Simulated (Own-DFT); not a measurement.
# What a defect does to the pressure of its cell: wurtzite GaN

Everything here is calculated. The program is Own-DFT (plane waves, in-house, since retired, never reviewed by a person); positions were held fixed, and spin and spin-orbit coupling were off.

Common settings: PBE; PseudoDojo norm-conserving scalar-relativistic files; cutoff 42 hartree; 4 x 4 x 3 k mesh centred on Gamma; Fermi-Dirac smearing of 0.1 eV.

Caveats (not all hold for every row): not probed for a lower state with spin; forces not confirmed at this smearing and k mesh; stress not checked against mesh or cutoff.

All runs share one cell, with vectors in Å (9.567, 0.000, 0.000); (-4.784, 8.285, 0.000); (0.000, 0.000, 10.370) and a volume of 822.0 Å³. u is the rms random offset of the atoms per axis. The defect's site can differ from row to row.

```
cell,formula,u (Å),P (GPa)
no defect,Ga36N36,0.0219,5.96
no defect,Ga36N36,0.0222,5.99
no defect,Ga36N36,0.0481,7.45
one N on a Ga site,Ga35N37,0.0289,5.25
one N on a Ga site,Ga35N37,0.0298,5.64
one N on a Ga site,Ga35N37,0.0469,6.23
one N on a Ga site,Ga35N37,0.0476,?
one Ga on an N site,Ga37N35,0.0307,11.57
one Ga on an N site,Ga37N35,0.0498,13.06
one Ga on an N site,Ga37N35,0.0514,13.02
```

## Working it out

P = P0 + c u² + a shift for each defect gives P0 = 5.60 GPa, c = 789 ± 76 GPa/Å² and a scatter of 0.17 GPa. The shifts, and each times the cell's volume:

- one Ga on an N site: 5.36 ± 0.16 GPa, 27.5 eV
- one N on a Ga site: -0.93 ± 0.14 GPa, -4.8 eV

Against the defect-free cell, a freed cell would be larger where the shift is positive and smaller where it is negative (160.2 GPa Å³ is 1 eV). The atoms around the defects weren't relaxed, which would change these numbers.

## Test on the hidden row

The question: what pressure belongs in the blank (one N on a Ga site, u = 0.0476 Å)?

The fit gives 6.47 ± 0.21 GPa. The run itself gave 6.64 GPa.
